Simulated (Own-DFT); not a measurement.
# A layer strained by its substrate: wurtzite AlGaN with randomly placed atoms, 96 atoms (Al12Ga36N48)

No measurement is shown. These are fixed-geometry runs of a retired plane-wave code named Own-DFT, which no person has reviewed; spin and spin-orbit coupling are neglected.

Settings: PBE; PseudoDojo norm-conserving scalar-relativistic files (stringent for Ga); cutoff 96 hartree; 3 x 4 x 3 k mesh centred on Gamma; Gaussian smearing of 0.01 eV.

Caveats: k mesh not checked against a denser one; stress not checked against mesh or cutoff.

Unstrained cell vectors in Å: (12.679, 0.000, 0.000); (-4.755, 8.235, 0.000); (0.000, 0.000, 10.268). The unstrained cell has measured lattice constants (interpolated for alloys), not those of this functional. That, the random moves and any unrelaxed bonds set the pressure at no strain. Each run strains x and y alike by e, as a substrate would, and holds the height along z. All atoms carry random offsets, Gaussian with a width of 0.05 Å per axis. The random placing of the alloy's atoms differs from row to row. Stress is positive in tension.

```
e (%)  u (Å)  (s_xx + s_yy)/2 (GPa)  s_zz (GPa)
-2.75  0.052                 -23.79      -14.05
-2.50  0.048                      ?           ?
-2.25  0.053                 -22.17       -9.64
-2.00  0.048                 -19.08      -10.68
-1.00  0.048                 -11.69      -10.19
-0.75  0.048                 -11.88       -6.76
-0.25  0.049                  -8.41       -8.69
 0.25  0.048                  -6.29       -4.90
 2.00  0.050                   2.95       -4.58
 3.00  0.048                   7.74       -3.82
```

## What the rows give

With e as a fraction, the in-plane stress is -7.2 + 560 e - 2281 e² GPa (errors 15 and 883, scatter 0.82), and s_zz is -7.5 + 157 e GPa (slope ± 30, scatter 1.62). At e = 0 the first slope is C11 + C12 and the second 2 C13, both with the ions held to the strained lattice and at the cell's own pressure. A free layer would change its height as e changes, and the in-plane slope would drop by 2 C13²/C33 to the biaxial modulus. At fixed height, a misfit of 1 % moves the in-plane stress by about 5.6 GPa and s_zz by 1.6 GPa.

## Withheld run

Question: what are the two stresses at e = -2.50 %?

Estimate: -22.6 and -11.4 GPa. The run itself gave -23.15 and -10.66 GPa.
